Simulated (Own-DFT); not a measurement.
Simulation results for SiC (4H silicon carbide, atoms displaced)

All values are calculated (Own-DFT development build). A calculation, not a measurement: plane-wave PBE density functional theory by an unreviewed code, no spin, of a simulated periodic cell, stress positive in tension, free energy of the whole cell less one offset for each atom, forces on such cells passed a denser k mesh, this cell's mesh not checked; offsets are fitted by least squares, one for each functional and potential file, so energies compare only between cells with the same atoms and settings and are not formation energies; the far tail of each file's local potential was reset to the Coulomb form; each entry is a single point on an unrelaxed cell, so the pressure reflects the starting lattice, mostly measured values (interpolated for alloys), from which strain is counted, and rises with the displacements; printed positions are rounded, which can move forces by about a meV/angstrom; the program, named Own-DFT, is a retired in-house code; no spin-orbit coupling.

Common to all runs: functional PBE; potential files PseudoDojo norm-conserving, scalar-relativistic, standard set; wave cutoff 42 hartree; occupations Fermi-Dirac; smearing width 0.1 eV; hardware one NVIDIA H100; k mesh 4 x 4 x 3 centred on Gamma.

(1) SiC (4H silicon carbide, atoms displaced)

```xyz
72
Lattice="9.2481 0.0000 0.0000 -4.6241 8.0091 0.0000 0.0000 0.0000 10.0681" Properties=species:S:1:pos:R:3 SiC
Si     4.6220     7.9658     4.0935
Si     0.0984     1.7773     1.5131
C     -4.5830     7.9782     0.9413
C      0.0637     1.7943     3.4601
Si     7.7152     2.6228     4.1214
Si    -1.5660     4.3904     1.5564
C     -1.4856     2.7340     0.8519
C     -1.5870     4.4931     3.4918
Si     6.1323     5.3185     3.9892
Si    -3.0915     7.1122     1.6229
C     -3.0290     5.3368     0.9829
C     -3.1206     7.1880     3.4860
Si    -1.5209     7.9310     4.2005
Si     2.9797     1.8326     1.6387
C      3.0729     0.0393     0.9161
C      3.0246     1.7283     3.3702
Si     1.5658     2.7454     4.1632
Si     1.4895     4.4685     1.6203
C      1.5337     2.7326     0.9837
C      1.5018     4.4856     3.5650
Si     0.0502     5.2760     4.0626
Si     0.1942     7.0623     1.5804
C     -0.0446     5.3605     0.9209
C     -0.0634     7.1636     3.4846
Si     6.2047     0.0554     4.1675
Si     6.1484     1.7733     1.6262
C      1.5976     7.8959     0.9223
C      6.1263     1.8780     3.4612
Si     4.7112     2.5710     4.2456
Si     4.5998     4.4892     1.5364
C      4.4604     2.6289     1.0030
C      4.5258     4.4634     3.5183
Si     3.0916     5.3266     4.1084
Si     3.1183     7.1457     1.6671
C      3.0608     5.3787     0.9104
C      3.0581     7.1922     3.4446
Si     4.6388     7.9721     9.1774
Si     4.7098     6.1461     6.6836
C     -0.0042     0.0365     5.9404
C      4.6054     6.2671     8.4878
Si     6.1751     5.2002     9.1137
Si     6.2078     3.4637     6.6756
C      6.0924     5.2503     6.0773
C      6.1856     3.5931     8.5266
Si     7.6642     2.6174     9.0802
Si     7.8292     0.9031     6.5493
C      7.6714     2.6059     6.0098
C      7.7893     0.8727     8.4930
Si     1.6417     7.9952     9.0419
Si     1.6333     6.1795     6.6295
C      1.6361     7.9711     6.0675
C      1.4835     6.1599     8.3269
Si     3.0909     5.4440     9.0649
Si     3.0906     3.6259     6.6120
C      3.0908     5.2969     6.0605
C      3.1349     3.5369     8.4735
Si     4.6309     2.6158     9.1669
Si     4.6441     0.9393     6.7825
C      4.4987     2.7411     6.0102
C      4.5845     0.8568     8.5074
Si     3.1652     0.0636     9.1427
Si    -1.4677     6.3337     6.5953
C     -1.5501     8.0074     6.0363
C     -1.5267     6.3045     8.5416
Si    -0.0714     5.3084     9.1490
Si     0.0465     3.5983     6.5764
C      0.0154     5.4310     5.9446
C      0.0355     3.5009     8.4274
Si     1.5052     2.7042     9.1299
Si     1.4521     0.9906     6.6289
C      1.5478     2.6969     5.9639
C      1.5888     0.8510     8.6063
```

- free energy of cell above offsets: -3.781 eV
- pressure: 5.93 GPa
- stress xx: -5.66 GPa
- stress yy: -4.09 GPa
- stress zz: -8.03 GPa
- stress yz: -0.66 GPa
- stress xz: 1.91 GPa
- stress xy: 2.04 GPa
- wall time: 363.7 s

Force:
```tsv
element	x (eV/Å)	y (eV/Å)	z (eV/Å)
Si	0.035	1.924	-0.106
Si	-1.953	-0.028	1.269
C	-0.788	0.44	0.938
C	-1.191	-0.023	0.144
Si	0.518	1.308	-0.886
Si	0.715	1.633	0.989
C	-0.868	-2.555	1.339
C	1.479	-1.878	-0.739
Si	-1.108	0.936	2.515
Si	1.878	0.602	-1.193
C	-1.628	-0.564	-0.779
C	0.987	-2.251	0.248
Si	-1.478	2.277	-1.971
Si	0.839	-2.271	-2.13
C	0.719	-0.392	1.345
C	0.948	0.655	5.485
Si	0.309	-2.319	-2.149
Si	0.735	0.428	-0.621
C	-0.194	0.377	-1.158
C	2.304	-0.758	-2.155
Si	-3.25	3.152	1.356
Si	-5.038	1.245	0.631
C	0.852	-1.165	1.057
C	3.099	-1.502	-0.249
Si	-1.602	-0.62	-0.327
Si	-0.551	0.127	-2.003
C	1.303	2.825	-0.647
C	2.236	-2.213	0.842
Si	-4.088	2.214	-3.058
Si	-0.34	-1.078	0.899
C	3.601	1.245	-1.128
C	2.034	-1.315	-1.354
Si	-0.948	1.297	1.048
Si	0.31	-0.623	-2.763
C	-0.108	0.133	0.679
C	0.179	-1.221	2.113
Si	1.236	0.576	-0.555
Si	-2.049	1.883	-1.259
C	1.51	-1.771	0.492
C	1.206	-0.925	1.12
Si	0.271	5.792	1.324
Si	-1.724	1.881	-1.099
C	3.345	0.268	-2.04
C	-0.533	-4.23	-0.566
Si	1.872	0.786	0.173
Si	-2.174	-1.261	1.814
C	1.374	1.45	-0.718
C	-0.68	0.08	-0.524
Si	-1.575	-1.266	0.616
Si	-1.689	0.92	-3.142
C	-0.851	1.56	-0.689
C	0.517	0.947	5.697
Si	-1.103	-2.31	0.602
Si	-1.385	-1.448	1.337
C	1.113	1.832	-2.156
C	-0.721	0.776	0.907
Si	-0.916	0.983	0.496
Si	-0.365	-0.847	-4.712
C	3.6	-2.608	1.33
C	3.484	1.381	2.002
Si	-2.725	-2.133	1.668
Si	-1.673	-2.91	1.574
C	0.002	2.465	0.047
C	-0.46	-1.693	-0.767
Si	1.048	0.353	-1.615
Si	-1.156	0.612	-0.113
C	0.449	-1.608	0.021
C	-1.786	1.073	1.025
Si	1.919	-0.857	0.261
Si	1.861	-2.043	0.771
C	0.119	0.693	0.958
C	-1.303	1.561	-1.76
```

(2) SiC (4H silicon carbide, atoms displaced)

```xyz
72
Lattice="9.2481 0.0000 0.0000 -4.6241 8.0091 0.0000 0.0000 0.0000 10.0681" Properties=species:S:1:pos:R:3 SiC
Si    -4.4440     7.9896     4.1765
Si     0.0283     1.8153     1.6063
C      9.1701     0.1167     0.9120
C     -0.0723     1.7218     3.4714
Si     7.6693     2.7024     4.0780
Si    -1.6048     4.3608     1.5957
C      7.6797     2.6741     0.9204
C     -1.6387     4.4948     3.5622
Si     6.1436     5.2797     4.0888
Si    -3.1412     7.1791     1.6946
C     -2.9969     5.3061     0.7886
C     -3.0131     7.0576     3.4830
Si     3.1696     0.0052     4.1075
Si     3.1607     1.7081     1.6315
C     -1.4860     7.9360     0.9524
C      3.1023     1.7985     3.4553
Si     1.5441     2.5541     4.1166
Si     1.5287     4.4802     1.6310
C      1.5067     2.6788     1.0016
C      1.5528     4.4561     3.4137
Si    -0.0568     5.4316     4.1966
Si     0.0649     7.0689     1.5090
C      0.0716     5.3064     0.9633
C      0.0448     7.1615     3.5491
Si     1.5365     7.9918     4.0557
Si     6.1610     1.7356     1.5285
C      1.5687     7.8861     0.9716
C      6.1763     1.8520     3.3960
Si     4.5663     2.6437     4.0678
Si     4.6083     4.5281     1.5958
C      4.7567     2.6301     0.9745
C      4.5864     4.5523     3.3842
Si     3.0912     5.4085     4.2387
Si     3.0629     7.1580     1.5699
C      3.0849     5.3862     0.9910
C      2.9546     7.0697     3.3275
Si    -4.5621     7.9817     9.1438
Si     4.6017     6.1229     6.5884
C      4.6248     7.9336     6.0404
C      4.5871     6.2506     8.4627
Si    -2.9861     5.2722     9.1412
Si     6.2133     3.5072     6.6359
C      6.1281     5.3456     5.9773
C      6.1373     3.7094     8.4218
Si     7.7315     2.6103     9.1684
Si     7.7532     0.8444     6.6495
C      7.6227     2.6694     5.9940
C      7.6949     0.8821     8.4574
Si     1.4853     7.9892     9.2154
Si     1.5695     6.1377     6.5354
C      1.6080     7.8955     5.9629
C      1.6093     6.2317     8.5329
Si     3.0677     5.3684     9.0823
Si     3.1379     3.5141     6.6486
C      3.1273     5.3034     6.0005
C      3.0766     3.5754     8.5310
Si     4.5573     2.6891     9.1045
Si     4.6494     0.8932     6.6183
C      4.6354     2.6198     5.8840
C      4.6186     0.9579     8.5742
Si    -1.4543     7.9351     9.0987
Si    -1.4869     6.2545     6.4824
C      3.0823     0.0579     5.9411
C     -1.6215     6.2022     8.4477
Si    -0.0061     5.3468     9.1628
Si    -0.0048     3.5898     6.5535
C      0.0500     5.3735     6.0479
C      0.0014     3.6527     8.5071
Si     1.5177     2.7212     9.1898
Si     1.5604     0.9119     6.6446
C      1.5843     2.6088     6.1006
C      1.5204     0.9749     8.5399
```

- free energy of cell above offsets: -4.260 eV
- pressure: 5.8 GPa
- stress xx: -4.86 GPa
- stress yy: -4.63 GPa
- stress zz: -7.91 GPa
- stress yz: -0.78 GPa
- stress xz: 0.03 GPa
- stress xy: 0.66 GPa
- wall time: 345.9 s

Force:
```tsv
element	x (eV/Å)	y (eV/Å)	z (eV/Å)
Si	-3.53	-0.16	-0.839
Si	-1.213	-0.06	-0.408
C	1.306	-1.837	1.319
C	1.471	0.516	0.888
Si	-0.006	-0.732	0.788
Si	1.161	2.286	0.01
C	0.719	-1.248	1.067
C	3.026	-1.152	-1.776
Si	-1.918	1.106	1.018
Si	1.063	-1.02	-3.858
C	-1.671	0.992	5.525
C	0.226	1.006	1.102
Si	-1.01	0.427	-0.705
Si	-0.474	1.053	-2.197
C	-0.745	0.686	0.278
C	-0.83	-1.598	0.524
Si	-0.691	2.589	-0.145
Si	1.577	-0.64	-1.104
C	1.919	0.166	-0.121
C	-0.834	-0.434	4.215
Si	1.45	-1.894	-2.404
Si	-1.551	-0.542	2.299
C	-2.25	-0.098	0.097
C	-1.23	-0.908	-1.928
Si	1.631	1.595	0.669
Si	1.473	-0.531	0.933
C	-1.021	2.955	-0.764
C	-0.917	-1.409	0.956
Si	2.016	1.817	-1.218
Si	0.845	-1.065	-2.234
C	-3.628	1.543	-1.137
C	0.062	-1.338	2.945
Si	-0.76	-0.916	-5.29
Si	1.698	-1.448	-0.755
C	0.012	-0.737	-1.767
C	2.274	0.662	4.139
Si	-1.095	0.593	-1.12
Si	1.458	2.236	1.865
C	1.048	0.797	-0.813
C	1.194	-0.81	0.8
Si	-2.721	2.89	-2.345
Si	-2.101	1.831	-1.003
C	1.482	-0.999	-0.903
C	0.018	-5.199	1.154
Si	-0.358	1.621	-2.106
Si	-1.087	0.1	-1.253
C	3.08	-1.122	-0.964
C	-0.002	-0.195	2.311
Si	1.798	0.255	-2.241
Si	1.101	2.105	2.922
C	-0.667	1.699	0.051
C	-2.744	0.418	-1.347
Si	1.512	-0.254	2.069
Si	-0.304	-0.216	-0.334
C	-1.135	-1.305	0.778
C	-0.466	0.108	-0.309
Si	2.019	1.296	1.532
Si	0.742	-0.855	-0.221
C	0.317	0.673	2.286
C	0.436	-1.686	-1.655
Si	-2.592	1.294	0.687
Si	-2.239	0.112	2.526
C	0.51	-0.727	0.972
C	2.981	1.11	-0.643
Si	0.266	0.642	-0.765
Si	-0.217	-1.286	1.868
C	-1.136	-1.27	-1.624
C	-0.311	-1.969	-0.307
Si	-0.114	-0.117	-0.494
Si	-0.676	-1.852	1.18
C	-0.884	1.989	-2.597
C	1.237	-1.54	-0.078
```

(3) SiC (4H silicon carbide, atoms displaced)

```xyz
72
Lattice="9.2481 0.0000 0.0000 -4.6241 8.0091 0.0000 0.0000 0.0000 10.0681" Properties=species:S:1:pos:R:3 SiC
Si     4.6863     7.8454     4.0812
Si     0.0281     1.7523     1.5916
C      4.5486     7.9833     0.9257
C      0.1044     1.8187     3.5772
Si     7.7235     2.6093     4.0251
Si    -1.5862     4.4101     1.4879
C     -1.4591     2.6779     0.9960
C     -1.4931     4.4831     3.5543
Si     6.1615     5.3023     4.1488
Si    -3.0180     7.1691     1.5585
C      6.0991     5.3599     0.9617
C     -3.1519     7.0160     3.4278
Si    -1.5137     8.0007     4.1601
Si     3.0831     1.7970     1.6806
C     -1.5484     7.8919     0.9781
C      3.0591     1.7916     3.4958
Si     1.5275     2.6616     4.0220
Si     1.3853     4.4412     1.5740
C      1.5551     2.7094     0.9516
C      1.5678     4.4455     3.3854
Si     0.0218     5.2976     4.1301
Si     0.0189     7.2202     1.5449
C      0.0385     5.3701     0.9423
C     -0.0107     7.0905     3.3939
Si     6.2441     0.0204     4.2230
Si     6.0981     1.7431     1.6027
C      6.2225     0.0698     0.9493
C      6.2126     1.7570     3.4022
Si     4.6985     2.6549     4.1511
Si     4.6508     4.4598     1.5634
C      4.5921     2.7357     1.0106
C      4.6117     4.5356     3.4368
Si     3.0975     5.3623     4.1434
Si     3.0918     7.0754     1.5219
C      3.0701     5.3688     0.8976
C      2.9632     7.1059     3.4492
Si     4.5815     7.9648     9.0944
Si     4.5615     6.1383     6.4396
C      4.5609     7.9846     5.9920
C      4.5958     6.2041     8.5167
Si    -3.0969     5.4500     9.1866
Si     6.2102     3.5471     6.6479
C      6.1048     5.3272     6.0119
C      6.2070     3.5252     8.4788
Si    -1.4853     2.7021     9.2112
Si     7.6327     0.9300     6.6020
C      7.7013     2.6432     6.0564
C      7.7343     0.9045     8.5772
Si     1.6110     7.9681     9.2055
Si     1.6536     6.3240     6.6267
C      6.1223     0.0517     5.9163
C      1.5168     6.2011     8.5088
Si     3.1339     5.2714     9.0693
Si     3.0644     3.6677     6.6447
C      3.1467     5.4721     5.8866
C      3.0249     3.6155     8.5020
Si     4.7066     2.6085     9.0816
Si     4.7462     0.8919     6.6575
C      4.6412     2.6764     6.0589
C      4.5319     0.8112     8.5122
Si     3.1094     0.0290     9.0856
Si    -1.5911     6.2903     6.6391
C      3.0254     0.0936     5.9655
C     -1.5707     6.2455     8.4344
Si    -0.0005     5.3602     9.1003
Si    -0.0478     3.5930     6.7134
C     -0.0535     5.4480     6.0336
C      0.1020     3.5096     8.5191
Si     1.5886     2.6900     9.1086
Si     1.4765     0.9103     6.6453
C      1.5000     2.6887     5.9523
C      1.6230     0.8318     8.5333
```

- free energy of cell above offsets: -4.285 eV
- pressure: 5.79 GPa
- stress xx: -6.49 GPa
- stress yy: -3.78 GPa
- stress zz: -7.11 GPa
- stress yz: -0.46 GPa
- stress xz: 0.53 GPa
- stress xy: -0.23 GPa
- wall time: 368.1 s

Force:
```tsv
element	x (eV/Å)	y (eV/Å)	z (eV/Å)
Si	-2.454	3.094	0.406
Si	0.431	-0.026	0.527
C	2.326	0.73	0.246
C	-3.344	-3.335	-2.789
Si	0.981	1.658	1.567
Si	0.974	2.152	2.359
C	-1.881	-0.758	-0.256
C	-1.495	-1.754	-1.66
Si	0.657	-0.151	-1.133
Si	-3.3	-1.929	0.943
C	1.921	0.157	-0.485
C	2.664	0.877	0.478
Si	-0.599	-0.323	-1.98
Si	-0.352	-0.07	-1.887
C	1.274	3.765	-1.87
C	1.475	-0.607	0.812
Si	2.048	1.971	2.32
Si	4	0.319	-0.38
C	-0.145	-1.441	-0.2
C	-0.33	0.045	2.499
Si	0.458	1.289	-0.412
Si	0.765	-2.324	0.886
C	-2.73	0.987	-1.334
C	0.598	0.907	2.377
Si	-2.251	-0.382	-5.888
Si	1.418	1.855	-1.089
C	-1.12	-1.337	0.056
C	-0.675	-0.086	2.383
Si	-1.34	0.825	-0.841
Si	-2.142	1.153	0.513
C	0.71	-2.197	-1.544
C	0.54	-1.997	1.293
Si	-1.124	-0.466	-4.361
Si	-0.8	0.21	1.45
C	-0.397	-1.571	0.194
C	2.759	-0.132	0.201
Si	1.37	0.393	0.569
Si	4.137	3.985	4.64
C	0.319	-0.135	-0.178
C	0.25	0.085	-1.834
Si	-0.125	-1.92	-1.435
Si	-0.654	0.391	-0.579
C	1.546	-0.363	-0.416
C	0.276	0.981	1.793
Si	-0.071	-0.6	-1.092
Si	1.856	-0.863	1.153
C	-0.001	0.996	-1.678
C	-1.07	0.103	-1.559
Si	-0.965	0.412	-1.395
Si	-2.772	-1.013	-0.017
C	1.567	-0.617	3.87
C	1.787	1.027	-0.491
Si	-1.204	2.36	2.319
Si	-0.425	-2.059	-1.314
C	-4.568	-3.436	1.608
C	2.295	-2.094	-0.791
Si	-1.605	1.035	1.084
Si	-4.287	0.654	-0.329
C	0.123	0.495	-0.495
C	4.609	1.767	-0.252
Si	-1.637	-2.585	1.915
Si	-0.262	0.423	-1.725
C	1.097	-1.091	1.419
C	0.465	-0.18	2.396
Si	-0.359	-0.705	0.367
Si	1.056	0.044	-2.498
C	1.68	-1.174	-0.189
C	-2.233	1.32	0.845
Si	0.002	-1.667	1.224
Si	0.569	0.217	-0.74
C	0.334	1.176	0.789
C	-2.623	1.533	-0.385
```
